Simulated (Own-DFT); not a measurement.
# How strain changes the stress of wurtzite AlGaN with randomly placed atoms, 72 atoms (Al9Ga27N36)

These are calculations, not measurements. The program, named Own-DFT, is a retired in-house plane-wave density functional code that no person has reviewed. Each row is one single-point run on a periodic cell that was not relaxed, without spin or spin-orbit coupling.

Settings of every run: PBE; PseudoDojo norm-conserving scalar-relativistic files (stringent for Ga); cutoff 96 hartree; 4 x 4 x 3 k mesh centred on Gamma; Gaussian smearing of 0.01 eV.

Known limits: forces on such cells passed a denser k mesh, each cell not checked; stress not checked against mesh or cutoff.

Unstrained cell vectors in Å: (9.509, 0.000, 0.000); (-4.755, 8.235, 0.000); (0.000, 0.000, 10.268). The unstrained cell has measured lattice constants (interpolated for alloys), not those of this functional. That, the random moves and any unrelaxed bonds set the pressure at no strain. Each run strains this cell uniformly, with the atoms carried along. Every atom was also moved at random, by a Gaussian of width 0.05 Å on each axis. The random placing of the alloy's atoms differs from row to row. Strain is the symmetric tensor, in per cent. Stress is positive in tension, and the pressure is minus a third of its trace.

| run | e_xx (%) | e_yy (%) | e_zz (%) | s_xx (GPa) | s_yy (GPa) | s_zz (GPa) | P (GPa) | E (meV/atom) |
|---|---|---|---|---|---|---|---|---|
| 1 | -1.25 | -1.25 | 0.00 | -13.99 | -16.34 | -8.11 | 12.81 | 35.1 |
| 2 | 0.50 | 0.50 | 0.00 | -4.45 | -2.36 | -8.65 | 5.15 | 4.7 |
| 3 | 2.50 | 2.50 | 0.00 | 4.72 | 4.62 | -3.99 | -1.79 | 13.5 |
| 4 | 0.25 | 0.25 | 0.00 | -5.29 | -6.47 | -5.92 | 5.89 | 3.5 |
| 5 | 1.00 | 1.00 | 0.00 | -0.83 | -3.82 | -6.25 | 3.63 | 12.6 |
| 6 | 1.50 | 1.50 | 0.00 | 1.17 | 1.35 | -6.95 | 1.48 | 11.5 |
| 7 | -1.00 | -1.00 | 0.00 | -11.93 | -13.14 | -8.41 | 11.16 | 11.4 |
| 8 | 3.00 | 3.00 | 0.00 | 7.59 | 7.18 | -3.75 | -3.67 | 0.0 |
| 9 | -0.25 | -0.25 | 0.00 | ? | ? | ? | ? | ? |

E is the free energy for each atom above the lowest run shown.

## Worked fit

The change of volume is close to e_xx + e_yy + e_zz. A straight line through the runs shown gives P = 7.43 - 188 x (fractional change of volume) GPa, with an error of 6 on the slope and a scatter of 0.47 GPa. The strain isn't the same on all axes and the cell isn't cubic, so the slope belongs to this path and is not the bulk modulus.

## Withheld run

Question: what pressure should run 9 give? Its volume changes by -0.50 %.

The line gives 8.4 GPa. The calculation gave 7.96 GPa.
